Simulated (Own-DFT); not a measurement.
# Response to strain: wurtzite AlN, 72 atoms (Al36N36)

All numbers below are calculated, not measured. They come from Own-DFT, an in-house plane-wave density functional program, since retired, whose code no person has reviewed. Each row is one single-point run on a periodic cell that was not relaxed, without spin or spin-orbit coupling.

Settings of every run: PBE; PseudoDojo norm-conserving scalar-relativistic files; cutoff 42 hartree; 4 x 4 x 3 k mesh centred on Gamma; Gaussian smearing of 0.01 eV.

Known limits: k mesh not checked against a denser one; stress not checked against mesh or cutoff.

Unstrained cell vectors in Å: (9.336, 0.000, 0.000); (-4.668, 8.085, 0.000); (0.000, 0.000, 9.964). The unstrained cell has measured lattice constants (interpolated for alloys), not those of this functional. That, the random moves and any unrelaxed bonds set the pressure at no strain. Each run strains this cell uniformly, with the atoms carried along. Every atom was also moved at random, by a Gaussian of width 0.05 Å on each axis. Strain is the symmetric tensor, in per cent. Stress is positive in tension, and the pressure is minus a third of its trace.

| run | e_xx (%) | e_yy (%) | e_zz (%) | s_xx (GPa) | s_yy (GPa) | s_zz (GPa) | P (GPa) | E (meV/atom) |
|---|---|---|---|---|---|---|---|---|
| 1 | 0.00 | 0.00 | -1.75 | -7.89 | -6.53 | -15.13 | 9.85 | 33.1 |
| 2 | 0.00 | 0.00 | 1.75 | -1.23 | -6.37 | 1.28 | 2.11 | 0.0 |
| 3 | 0.00 | 0.00 | -0.50 | -6.35 | -5.66 | -7.95 | 6.65 | 12.2 |
| 4 | 0.00 | 0.00 | -1.50 | -4.90 | -7.63 | -14.27 | 8.93 | 17.1 |
| 5 | 0.00 | 0.00 | -1.25 | -8.41 | -6.26 | -11.47 | 8.72 | 26.6 |
| 6 | 0.00 | 0.00 | -0.25 | -5.89 | -5.16 | -6.79 | 5.95 | 5.1 |
| 7 | 0.00 | 0.00 | 3.00 | -4.69 | -3.59 | 8.06 | 0.07 | 1.9 |
| 8 | 0.00 | 0.00 | -1.00 | -6.57 | -7.43 | -10.54 | 8.18 | 23.1 |
| 9 | 0.00 | 0.00 | 1.50 | ? | ? | ? | ? | ? |

E is the free energy for each atom above the lowest run shown.

## Worked fit

The change of volume is close to e_xx + e_yy + e_zz. A straight line through the runs shown gives P = 5.92 - 206 x (fractional change of volume) GPa, with an error of 8 on the slope and a scatter of 0.34 GPa. The strain isn't the same on all axes and the cell isn't cubic, so the slope belongs to this path and is not the bulk modulus.

## Withheld run

Question: what pressure should run 9 give? Its volume changes by 1.50 %.

The line gives 2.8 GPa. The calculation gave 2.61 GPa.
